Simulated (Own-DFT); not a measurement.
# Point defects and the pressure they add: monoclinic HfO2

Calculated, not measured: single-point runs of Own-DFT, a retired in-house plane-wave DFT program that no person has reviewed, on unrelaxed cells, without spin or spin-orbit coupling.

All runs used: PBE; PseudoDojo norm-conserving scalar-relativistic files; cutoff 72 hartree; 2 x 2 x 2 k mesh centred on Gamma; Fermi-Dirac smearing of 0.1 eV.

Known weak points (not all hold for every row): a neutral cation vacancy leaves holes that likely carry spin, which these runs leave out; not probed for a lower state with spin; hafnium file: forces about 75 meV/angstrom off all-electron values; oxygen file: force components 24 meV/angstrom off all-electron in a glass; forces on such cells passed a denser k mesh, each cell not checked; stress not checked against mesh or cutoff.

All runs share one cell, with vectors in Å (10.234, 0.000, 0.000); (0.000, 10.350, 0.000); (-1.696, 0.000, 10.445) and a volume of 1106.4 Å³. u is the rms random offset of the atoms per axis. The defect's site can differ from row to row.

| cell | formula | u (Å) | P (GPa) |
|---|---|---|---|
| no defect | Hf32O64 | 0.0200 | 4.00 |
| no defect | Hf32O64 | 0.0203 | 3.83 |
| no defect | Hf32O64 | 0.0504 | 5.65 |
| two O vacancies | Hf32O62 | 0.0287 | 3.75 |
| two O vacancies | Hf32O62 | 0.0303 | 3.62 |
| two O vacancies | Hf32O62 | 0.0485 | 4.31 |
| two O vacancies | Hf32O62 | 0.0494 | ? |
| one Si on a Hf site | Hf31O64Si | 0.0318 | 3.31 |
| one Si on a Hf site | Hf31O64Si | 0.0469 | 4.06 |
| one Si on a Hf site | Hf31O64Si | 0.0473 | 4.03 |
| one Hf vacancy | Hf31O64 | 0.0310 | 3.79 |
| one Hf vacancy | Hf31O64 | 0.0463 | 4.54 |
| one Hf vacancy | Hf31O64 | 0.0504 | 5.59 |
| two Al on a Hf site each and one O vacancy | Al2Hf30O63 | 0.0313 | 1.85 |
| two Al on a Hf site each and one O vacancy | Al2Hf30O63 | 0.0491 | 2.96 |
| two Al on a Hf site each and one O vacancy | Al2Hf30O63 | 0.0507 | 3.26 |

## Fit

P = P0 + c u² + a shift for each defect gives P0 = 3.64 GPa, c = 759 ± 87 GPa/Å² and a scatter of 0.25 GPa. The shifts, and each times the cell's volume:

- one Hf vacancy: -0.43 ± 0.22 GPa, -3.0 eV (not resolved)
- two O vacancies: -0.79 ± 0.21 GPa, -5.4 eV (-2.7 eV for each of its 2 sites)
- one Si on a Hf site: -1.22 ± 0.21 GPa, -8.4 eV
- two Al on a Hf site each and one O vacancy: -2.46 ± 0.22 GPa, -17.0 eV

Against the defect-free cell, a freed cell would be larger where the shift is positive and smaller where it is negative (160.2 GPa Å³ is 1 eV). The atoms around the defects weren't relaxed, which would change these numbers.

## Withheld run

Asked: what pressure belongs in the blank (two O vacancies, u = 0.0494 Å)?

The fitted form gives 4.71 ± 0.30 GPa. The hidden result is 4.83 GPa.
